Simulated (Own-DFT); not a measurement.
# Computed records: SiC (4H silicon carbide, atoms displaced)

A calculation, not a measurement: plane-wave PBE density functional theory by an unreviewed code, no spin, of a simulated periodic cell, stress positive in tension, free energy of the whole cell less one offset for each atom, forces on such cells passed a denser k mesh, this cell's mesh not checked; offsets are fitted by least squares, one for each functional and potential file, so energies compare only between cells with the same atoms and settings and are not formation energies; the far tail of each file's local potential was reset to the Coulomb form; each entry is a single point on an unrelaxed cell, so the pressure reflects the starting lattice, mostly measured values (interpolated for alloys), from which strain is counted, and rises with the displacements; printed positions are rounded, which can move forces by about a meV/angstrom; the program, named Own-DFT, is a retired in-house code; no spin-orbit coupling. Program: Own-DFT development build.

Settings shared by all entries: functional PBE; potential files PseudoDojo norm-conserving, scalar-relativistic, standard set; wave cutoff 42 hartree; occupations Fermi-Dirac; smearing width 0.1 eV; hardware one NVIDIA H200; k mesh 3 x 3 x 3 centred on Gamma.

(1) SiC (4H silicon carbide, atoms displaced)

```
SiC
1.0
     12.3308     0.0000     0.0000
     -6.1654    10.6788     0.0000
      0.0000     0.0000    10.0681
Si C Si C Si C Si C Si C Si C Si C Si C Si C Si C Si C Si C Si C Si C Si C Si C Si C Si C Si C Si C Si C Si C Si C Si C Si C Si C Si C Si C Si C Si C Si C Si C
2 2 2 2 2 2 2 2 2 2 2 2 2 2 2 2 2 2 2 2 2 2 2 2 2 2 2 2 2 2 2 2 2 2 2 2 2 2 2 2 2 2 2 2 2 2 2 2 2 2 2 2 2 2 2 2 2 2 2 2 2 2 2 2
Direct
  0.00470 0.00763 0.40762
  0.08217 0.17339 0.17261
  0.98417 0.99482 0.10065
  0.10969 0.18761 0.35112
  0.99834 0.25237 0.41873
  0.08382 0.42577 0.15702
  0.99910 0.24205 0.09623
  0.09199 0.42031 0.34844
  0.00239 0.49537 0.40649
  0.08488 0.65602 0.16358
  0.98633 0.48553 0.10181
  0.08313 0.66799 0.34291
  0.00696 0.73539 0.39829
  0.08774 0.91981 0.14630
  0.00901 0.74821 0.09016
  0.07874 0.90847 0.33644
  0.27114 0.00128 0.41512
  0.32477 0.16968 0.16315
  0.24596 0.98999 0.12096
  0.32966 0.17085 0.34068
  0.25024 0.25194 0.39185
  0.33061 0.41744 0.16420
  0.23620 0.24430 0.09115
  0.33709 0.41476 0.33613
  0.25951 0.50074 0.39114
  0.31668 0.66069 0.17180
  0.25152 0.49118 0.09748
  0.33912 0.67538 0.34381
  0.23642 0.73434 0.43193
  0.33671 0.91264 0.14294
  0.24848 0.75054 0.10033
  0.33976 0.90121 0.33874
  0.50492 0.00816 0.40654
  0.58086 0.17741 0.13092
  0.51292 0.00336 0.09585
  0.57318 0.15542 0.35044
  0.49491 0.24277 0.40899
  0.59044 0.42663 0.16345
  0.52146 0.27725 0.10966
  0.58870 0.41251 0.34363
  0.49589 0.49877 0.40276
  0.58953 0.67103 0.14872
  0.49362 0.48726 0.09700
  0.57344 0.67153 0.35142
  0.50687 0.75327 0.40222
  0.58380 0.91183 0.15739
  0.49534 0.74317 0.08110
  0.57743 0.91756 0.36320
  0.73529 0.99081 0.41603
  0.81633 0.16543 0.16390
  0.76166 0.01329 0.08459
  0.84030 0.15480 0.32385
  0.74806 0.23976 0.40950
  0.84322 0.41582 0.14987
  0.75885 0.25014 0.09788
  0.83161 0.41030 0.33609
  0.73213 0.48827 0.41804
  0.83686 0.67159 0.17302
  0.74998 0.49775 0.07830
  0.84054 0.67798 0.34659
  0.74643 0.75720 0.41740
  0.82613 0.89720 0.14965
  0.75426 0.76112 0.09835
  0.84752 0.92221 0.35001
  0.97542 0.97920 0.89926
  0.91924 0.83619 0.65279
  0.00296 0.99674 0.58326
  0.91398 0.83995 0.85665
  0.99222 0.76126 0.87978
  0.90011 0.58764 0.65049
  0.99650 0.74890 0.59094
  0.92428 0.59778 0.83715
  0.00641 0.49757 0.90587
  0.90946 0.34295 0.66278
  0.98900 0.48402 0.60298
  0.91822 0.32965 0.86908
  0.99249 0.21471 0.91626
  0.90914 0.08832 0.66069
  0.00274 0.24344 0.59739
  0.93174 0.08434 0.84702
  0.74324 0.00073 0.91709
  0.66542 0.83670 0.65675
  0.76373 0.00613 0.59376
  0.66524 0.83052 0.84225
  0.73578 0.73783 0.91537
  0.67602 0.59210 0.64033
  0.75210 0.75833 0.59484
  0.67348 0.59709 0.85851
  0.74826 0.49199 0.91212
  0.65368 0.33640 0.66227
  0.74830 0.51167 0.58090
  0.67448 0.35139 0.84138
  0.74341 0.24973 0.89857
  0.65603 0.06488 0.63986
  0.74606 0.24352 0.58720
  0.67061 0.08282 0.83564
  0.51054 0.01761 0.91412
  0.43208 0.84765 0.66053
  0.48538 0.99922 0.59547
  0.41717 0.82656 0.82951
  0.50934 0.75861 0.91299
  0.42455 0.58478 0.66140
  0.49093 0.73324 0.57418
  0.41889 0.57798 0.84273
  0.49956 0.48203 0.93067
  0.40160 0.32937 0.66718
  0.50277 0.49899 0.61068
  0.41203 0.34670 0.84762
  0.50056 0.24152 0.90783
  0.42549 0.10334 0.64779
  0.48790 0.25303 0.59007
  0.40772 0.07775 0.84889
  0.23757 0.97486 0.89960
  0.16437 0.82543 0.65166
  0.24549 0.00262 0.60641
  0.16188 0.82554 0.83516
  0.25407 0.75992 0.91023
  0.16391 0.58007 0.67743
  0.25730 0.75296 0.58911
  0.18042 0.59295 0.84230
  0.24545 0.48988 0.90755
  0.16299 0.33605 0.64741
  0.25954 0.51896 0.60331
  0.16627 0.32825 0.84118
  0.23513 0.23226 0.90909
  0.16459 0.08154 0.65113
  0.25072 0.24572 0.58337
  0.15843 0.07902 0.84516
```

The calculation gives: free energy of cell above offsets 26.074 eV; pressure 11.52 GPa; stress xx -7.71 GPa; stress yy -12.8 GPa; stress zz -14.04 GPa; stress yz -2.95 GPa; stress xz -1.3 GPa; stress xy 0.26 GPa; wall time 571.8 s.

Force:
```
element  x (eV/Å)  y (eV/Å)  z (eV/Å)
     Si     2.894    -0.605    -1.839
     Si    -0.496    -2.427     -1.79
      C     3.535     0.979    -1.625
      C    -10.57    -6.103    -1.843
     Si     1.353    -0.531    -2.912
     Si     2.225    -4.559      0.09
      C    -1.949     1.686     1.166
      C     -1.04    -0.491    -0.598
     Si    -1.398    -0.417     0.942
     Si    -2.684     1.857    -2.336
      C     6.649     6.296     -3.37
      C     4.991    -4.391     0.402
     Si    -7.336     6.041     1.984
     Si    -3.435    -2.811     2.547
      C     -1.64    -0.142    -0.385
      C     1.055     1.167      1.56
     Si    -3.374    -1.505    -2.085
     Si     1.611     -0.76    -1.804
      C     2.514     3.382    -4.683
      C     2.595    -0.851     1.509
     Si     7.153     3.174     5.411
     Si     1.299     -1.96    -3.312
      C     2.007     0.807     1.339
      C     0.014      0.66     2.381
     Si    -1.232     1.659      3.49
     Si     3.094     0.439      -3.8
      C    -3.277      2.59    -0.276
      C    -0.577    -1.965     1.559
     Si     2.091      1.93    -9.323
     Si    -0.055     1.249      4.14
      C     0.521    -1.594     -2.08
      C     -1.08     1.579     1.374
     Si    -2.267    -5.302     0.758
     Si     3.429    -1.371     4.612
      C     -2.63      0.08    -0.814
      C     0.738     4.855     -2.01
     Si    -0.451     0.874    -2.126
     Si     1.489     2.184    -0.062
      C    -3.034    -6.259    -4.063
      C    -3.868    -0.486     0.479
     Si      1.54     0.396     1.961
     Si    -2.062    -1.408     1.539
      C     -0.17     2.655     4.491
      C     5.905    -2.437    -3.365
     Si    -4.979     0.843     0.372
     Si     1.091     0.654     0.112
      C    -0.276       0.9     5.576
      C     1.457    -0.274      -2.9
     Si     4.924     1.875    -3.055
     Si     5.947    -1.338    -4.206
      C    -1.324    -3.585     4.207
      C    -1.421     0.514     8.714
     Si    -0.382      1.09    -2.952
     Si    -7.887    -2.779     2.776
      C    -6.014     1.413    -3.135
      C    -0.154     0.237     2.119
     Si     4.777     2.563    -6.206
     Si     1.667    -0.387    -4.439
      C     0.505     0.921     6.869
      C    -1.474    -2.858     2.343
     Si     2.108     0.466    -2.837
     Si    -0.749     12.57      5.76
      C    -0.222    -11.09    -3.136
      C    -4.722    -1.819     -1.29
     Si     3.427     10.17     5.401
     Si    -0.672     0.772    -0.409
      C    -1.552     0.866     3.156
      C    -2.217    -8.519    -5.558
     Si     4.261    -3.183     5.029
     Si     4.677    -0.526     1.586
      C     1.006    -0.235    -0.376
      C    -0.769    -3.673    -0.065
     Si    -1.201     1.475     0.062
     Si     1.401    -7.247     2.786
      C    -0.081     7.865    -3.006
      C    -0.432    -0.871    -3.402
     Si    -0.824     12.46     3.195
     Si     5.569     0.279     1.203
      C    -3.149     1.574    -0.173
      C    -4.895     -7.78    -5.479
     Si     1.549    -0.574    -3.955
     Si     0.093    -1.367    -0.362
      C    -4.595    -2.936    -0.259
      C     0.438     1.824     0.774
     Si     0.883     6.379      0.41
     Si    -3.976     0.251      4.14
      C     0.367    -0.422     1.218
      C     1.118     -8.52    -3.128
     Si    -0.235     7.967    -2.521
     Si     1.652    -0.005    -2.586
      C      0.67     -2.99     4.573
      C    -0.406    -6.987    -1.442
     Si     2.695     0.634     1.046
     Si    -0.489     3.678     2.511
      C    -1.023     0.347      2.51
      C    -1.415     0.675    -0.262
     Si     0.517    -3.221    -2.404
     Si    -1.493    -4.263    -3.212
      C     2.383     1.765    -1.198
      C    -0.451     1.884     5.254
     Si    -2.024     -3.07    -4.792
     Si    -1.163    -0.779     0.808
      C     0.696     4.614     4.587
      C     0.006     0.763     2.823
     Si    -1.189     5.895    -5.696
     Si     0.791     1.674    -1.119
      C     0.196    -0.368    -3.379
      C     1.504    -6.835    -0.218
     Si    -2.535     2.875      0.81
     Si    -1.434    -5.567     3.071
      C     1.396     2.803     0.975
      C     1.487     1.139    -0.477
     Si    -1.532     5.747     1.875
     Si     0.248     1.397    -0.533
      C     3.439    -0.949     -1.88
      C    -0.067    -1.285    -0.213
     Si      1.35    -2.293    -0.947
     Si    -0.162     0.587    -6.235
      C    -1.037    -0.274     8.106
      C     -1.31    -1.412     5.944
     Si       1.8     1.442    -0.774
     Si      2.54     0.784     1.806
      C     0.278     -3.64    -2.258
      C    -1.145    -1.246     0.095
     Si     0.294     3.516     -0.35
     Si    -1.582      1.01     1.099
      C     -1.55     1.189     0.644
      C      0.92    -3.334    -0.755
```

(2) SiC (4H silicon carbide, atoms displaced)

```
SiC
1.0
     12.3308     0.0000     0.0000
     -6.1654    10.6788     0.0000
      0.0000     0.0000    10.0681
Si C Si C Si C Si C Si C Si C Si C Si C Si C Si C Si C Si C Si C Si C Si C Si C Si C Si C Si C Si C Si C Si C Si C Si C Si C Si C Si C Si C Si C Si C Si C Si C
2 2 2 2 2 2 2 2 2 2 2 2 2 2 2 2 2 2 2 2 2 2 2 2 2 2 2 2 2 2 2 2 2 2 2 2 2 2 2 2 2 2 2 2 2 2 2 2 2 2 2 2 2 2 2 2 2 2 2 2 2 2 2 2
Direct
  0.00233 0.00635 0.40379
  0.08907 0.16084 0.16637
  0.98563 0.99458 0.09515
  0.07353 0.16376 0.35315
  0.00339 0.26101 0.41383
  0.07280 0.41365 0.16260
  0.01100 0.25345 0.09525
  0.07143 0.41090 0.33335
  0.98968 0.51266 0.40543
  0.09842 0.66486 0.15461
  0.99944 0.49680 0.08497
  0.07555 0.65980 0.34534
  0.99979 0.75331 0.40351
  0.07876 0.91916 0.15881
  0.99420 0.73894 0.08237
  0.07947 0.91452 0.35561
  0.26102 0.00035 0.40797
  0.32218 0.15973 0.15365
  0.22919 0.98435 0.07025
  0.33647 0.16751 0.35157
  0.23907 0.25619 0.40545
  0.32696 0.40715 0.16507
  0.24208 0.25044 0.09728
  0.33283 0.42286 0.34417
  0.24025 0.50770 0.40017
  0.33599 0.66193 0.15319
  0.23500 0.48756 0.11558
  0.33059 0.65164 0.33394
  0.25710 0.74802 0.41155
  0.33431 0.91603 0.15853
  0.24245 0.75602 0.09299
  0.33745 0.92379 0.32761
  0.50259 0.99426 0.40582
  0.57471 0.16143 0.14289
  0.51736 0.01515 0.08351
  0.58004 0.16801 0.34310
  0.49356 0.23247 0.41648
  0.58784 0.43031 0.13937
  0.49540 0.23563 0.11955
  0.58218 0.42285 0.34693
  0.49950 0.50549 0.40740
  0.58504 0.66213 0.15757
  0.50536 0.50538 0.08806
  0.57715 0.65962 0.34413
  0.49904 0.76163 0.42228
  0.58194 0.92292 0.14054
  0.49497 0.74873 0.09854
  0.58304 0.90333 0.34822
  0.74587 0.00158 0.39134
  0.80955 0.15519 0.15759
  0.75556 0.00495 0.09535
  0.81825 0.16226 0.33413
  0.75715 0.25308 0.40910
  0.83977 0.40498 0.15543
  0.73842 0.25517 0.10361
  0.83057 0.39836 0.35704
  0.74899 0.49032 0.40611
  0.84598 0.66948 0.14475
  0.75634 0.48286 0.09280
  0.81359 0.65727 0.34328
  0.75378 0.73231 0.40254
  0.83187 0.91772 0.16924
  0.73657 0.74103 0.09325
  0.84220 0.90426 0.33079
  0.98414 0.99126 0.92518
  0.91430 0.82506 0.66754
  0.99916 0.01137 0.60272
  0.91740 0.83048 0.84180
  0.98556 0.73625 0.91327
  0.90110 0.57540 0.65024
  0.99452 0.74550 0.59186
  0.91810 0.59200 0.84733
  0.02152 0.49796 0.90753
  0.91515 0.33007 0.64744
  0.99002 0.49236 0.58405
  0.90701 0.33428 0.84077
  0.00739 0.25349 0.88922
  0.92147 0.07830 0.65624
  0.01241 0.26002 0.58584
  0.91922 0.08656 0.83586
  0.74335 0.99587 0.90493
  0.65780 0.82871 0.65491
  0.74739 0.99599 0.60305
  0.66098 0.82174 0.83942
  0.74043 0.74652 0.91972
  0.65828 0.57946 0.65170
  0.74044 0.74118 0.60158
  0.65968 0.56947 0.83199
  0.75120 0.51149 0.90297
  0.66800 0.33802 0.66044
  0.75096 0.49804 0.60431
  0.66556 0.33129 0.83698
  0.73849 0.22573 0.89752
  0.67508 0.08816 0.65382
  0.73437 0.24689 0.59985
  0.67042 0.07839 0.84124
  0.50947 0.01908 0.91255
  0.42257 0.83542 0.66879
  0.49598 0.00140 0.60076
  0.41059 0.82332 0.84742
  0.50066 0.76286 0.89068
  0.41060 0.57679 0.65281
  0.48160 0.75244 0.59221
  0.40954 0.58728 0.82556
  0.50251 0.50959 0.90757
  0.41952 0.33760 0.64682
  0.50118 0.49649 0.61454
  0.40079 0.32815 0.84341
  0.48798 0.23333 0.90595
  0.40707 0.06995 0.64344
  0.49003 0.25252 0.60889
  0.42756 0.07285 0.85200
  0.24360 0.99746 0.90416
  0.16554 0.83182 0.66432
  0.24799 0.01105 0.58879
  0.15413 0.82234 0.84046
  0.24596 0.75036 0.90372
  0.17209 0.58064 0.66379
  0.24947 0.73766 0.60241
  0.16810 0.59349 0.85405
  0.25170 0.50122 0.92378
  0.16549 0.33462 0.65688
  0.24695 0.50449 0.60465
  0.16434 0.33856 0.83687
  0.25138 0.26299 0.89755
  0.16873 0.07982 0.64978
  0.24849 0.25111 0.60290
  0.17597 0.08898 0.84124
```

The calculation gives: free energy of cell above offsets 17.935 eV; pressure 10.81 GPa; stress xx -10.09 GPa; stress yy -10.95 GPa; stress zz -11.39 GPa; stress yz 0.82 GPa; stress xz 1.62 GPa; stress xy 0.78 GPa; wall time 556.4 s.

Force:
```
element  x (eV/Å)  y (eV/Å)  z (eV/Å)
     Si    -0.225     -2.53     2.547
     Si    -4.418     0.895    -1.216
      C     2.267     0.757     3.027
      C      0.63     1.713    -1.632
     Si    -0.882    -2.125    -3.489
     Si     0.629    -1.864    -2.756
      C    -1.915    -1.664    -0.885
      C     -0.17     2.408      4.24
     Si     2.923    -5.202      1.19
     Si    -5.942    -2.397     1.094
      C     1.062     0.567     2.117
      C     0.942     4.658    -1.832
     Si    -1.052    -1.764     0.953
     Si     0.036    -2.159    -0.505
      C     2.651     2.799     4.448
      C     1.566     1.979    -2.333
     Si     -3.33     0.673    -1.141
     Si     1.359     0.199     0.586
      C     1.777     1.869     7.261
      C    -3.016    -1.162    -1.423
     Si     3.086    -0.666     1.836
     Si     0.056     1.922    -0.882
      C     2.492    -0.615    -1.135
      C     -0.64    -0.888     1.732
     Si     0.828    -4.614     1.939
     Si     -1.81    -0.139     0.065
      C     2.857     2.462    -3.354
      C    -0.981     6.273     1.419
     Si    -1.108    -0.832    -0.812
     Si    -1.198     0.787    -4.813
      C     5.383     0.778    -1.248
      C      1.41    -1.946     5.204
     Si    -0.195     1.951    -0.049
     Si     2.559     2.995     5.422
      C    -1.949    -4.843     1.877
      C     2.638    -2.151     0.234
     Si    -1.055     4.341    -0.418
     Si     3.108    -3.997      3.87
      C    -5.664     3.713     -4.85
      C     0.614     -1.55    -0.321
     Si     0.773    -2.195      0.85
     Si    -3.216     0.602     1.628
      C    -2.685    -0.867     0.124
      C     0.037     2.973     0.933
     Si     1.417    -5.813    -3.835
     Si     2.048    -2.663     2.443
      C     1.597     0.971    -2.394
      C    -2.001     4.353    -2.857
     Si      2.12     -1.35     2.717
     Si      2.43     4.668    -1.394
      C    -1.188    -3.299    -1.238
      C     2.521     0.101     2.701
     Si    -3.344     -5.96     1.845
     Si    -1.518     2.659     0.905
      C     2.547    -4.557    -3.342
      C     -1.38     7.203    -3.912
     Si    -1.935    -0.113     0.055
     Si    -4.089    -3.721     2.487
      C    -3.062     3.496    -0.543
      C     10.89    -3.821    -3.954
     Si    -9.257     5.711     3.841
     Si    -1.181    -1.256    -5.505
      C     3.269     2.337     1.216
      C    -1.815     0.615     6.622
     Si     2.044     1.317    -6.173
     Si    -1.401     1.237    -2.831
      C     5.402    -4.828    -3.526
      C    -1.834     0.009     4.088
     Si     1.141     4.113    -3.265
     Si      5.29     2.915     3.118
      C     0.513     0.413    -0.301
      C     0.648    -4.783    -2.555
     Si    -7.428    -2.089    -0.278
     Si    -1.176     0.559     1.371
      C     0.679     1.691     2.193
      C      2.91     -0.61    -0.507
     Si    -3.027    -0.988     3.651
     Si    -4.837     2.685     0.699
      C    -2.675    -2.306     2.491
      C    -0.552    -1.278     2.327
     Si     3.173    -0.246    -0.291
     Si     0.931    -0.231    -0.685
      C      0.67     0.777     -2.54
      C    -0.571      2.48     0.758
     Si     1.789     -0.91    -4.278
     Si     2.953     0.451     1.132
      C     0.759     1.577     -1.99
      C    -1.687     2.862     2.759
     Si     3.289    -4.004     0.746
     Si    -2.096     -1.56     0.107
      C    -4.152     -1.09    -3.702
      C     -0.44    -0.942      2.95
     Si    -0.912     8.679     2.306
     Si    -1.851    -1.367     0.139
      C     3.747     0.154    -2.031
      C    -1.393    -3.006    -1.053
     Si     5.627    -5.927    -1.171
     Si    -4.217     0.995    -0.454
      C     2.631    -1.875    -1.881
      C    -2.725     4.138    -0.005
     Si     2.368    -4.824     3.446
     Si    -0.053     0.926    -0.993
      C     5.134    -1.879     1.688
      C     1.111     0.165     5.726
     Si    -0.953    -2.146    -2.751
     Si    -3.215    -2.019     3.466
      C    -3.155     1.662    -4.691
      C     4.667     2.605    -0.211
     Si     0.055     3.496     0.278
     Si    -0.545     4.119     3.759
      C      4.43    -2.743    -2.607
      C    -9.156     2.093    -4.333
     Si     1.099    -0.558    -4.081
     Si    -0.585     -1.16    -2.345
      C      3.78    -4.763    -0.335
      C     0.625      1.85     1.526
     Si    -0.412     2.018     0.963
     Si    -3.979    -0.106     0.547
      C    -0.969     3.863    -1.225
      C     3.892    -1.642    -1.964
     Si    -0.339     0.212     -1.89
     Si     1.612      1.01    -0.501
      C     1.941    -2.375    -3.541
      C     0.949     1.357     1.074
     Si    -1.623    -3.942      1.63
     Si    -4.057     2.943     2.873
      C    -0.306     0.516    -2.453
      C    -1.831    -0.399     0.262
```
